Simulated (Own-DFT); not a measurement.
# Point defects and the pressure they add: zincblende GaAs

Everything here is calculated. The program is Own-DFT (plane waves, in-house, since retired, never reviewed by a person); positions were held fixed, and spin and spin-orbit coupling were off.

Method: PBE; PseudoDojo norm-conserving scalar-relativistic files; cutoff 42 hartree; 3 x 3 x 3 k mesh centred on Gamma; Fermi-Dirac smearing of 0.1 eV.

Limits (not all hold for every row): not probed for a lower state with spin; forces on such cells failed a check on a denser k mesh; forces not confirmed at this smearing and k mesh; forces on such cells passed a denser k mesh, each cell not checked; stress not checked against mesh or cutoff.

All runs share one cell, with vectors in Å (11.307, 0.000, 0.000); (0.000, 11.307, 0.000); (0.000, 0.000, 11.307) and a volume of 1445.4 Å³. The atoms are randomly displaced, by u rms on each axis. The defect's site can differ from row to row.

```
                    cell     formula   u (Å)  P (GPa)
               no defect    As32Ga32  0.0222     3.53
               no defect    As32Ga32  0.0514     3.86
               no defect    As32Ga32  0.0528     4.00
two As on a Ga site each    As34Ga30  0.0302        ?
two As on a Ga site each    As34Ga30  0.0303     4.81
two As on a Ga site each    As34Ga30  0.0306     4.79
two As on a Ga site each    As34Ga30  0.0321     4.79
        two As vacancies    As30Ga32  0.0299     3.21
        two As vacancies    As30Ga32  0.0485     3.66
        two As vacancies    As30Ga32  0.0514     3.50
     one Al on a Ga site  AlAs32Ga31  0.0437     3.74
     one Al on a Ga site  AlAs32Ga31  0.0510     3.87
     one Al on a Ga site  AlAs32Ga31  0.0519     3.93
     one In on a Ga site  As32Ga31In  0.0284     4.33
     one In on a Ga site  As32Ga31In  0.0289     4.23
     one In on a Ga site  As32Ga31In  0.0506     4.57
```

## Fit

P = P0 + c u² + a shift for each defect gives P0 = 3.42 GPa, c = 189 ± 25 GPa/Å² and a scatter of 0.07 GPa. The shifts, and each times the cell's volume:

- two As on a Ga site each: 1.19 ± 0.06 GPa, 10.7 eV (5.4 eV for each of its 2 sites)
- one In on a Ga site: 0.69 ± 0.06 GPa, 6.2 eV
- one Al on a Ga site: -0.03 ± 0.06 GPa, -0.3 eV (not resolved)
- two As vacancies: -0.34 ± 0.06 GPa, -3.0 eV (-1.5 eV for each of its 2 sites)

Against the defect-free cell, a freed cell would be larger where the shift is positive and smaller where it is negative (160.2 GPa Å³ is 1 eV). The atoms around the defects weren't relaxed, which would change these numbers.

## Prediction

Q: what pressure belongs in the blank (two As on a Ga site each, u = 0.0302 Å)?

Estimate: 4.78 ± 0.08 GPa. The hidden result is 4.76 GPa.
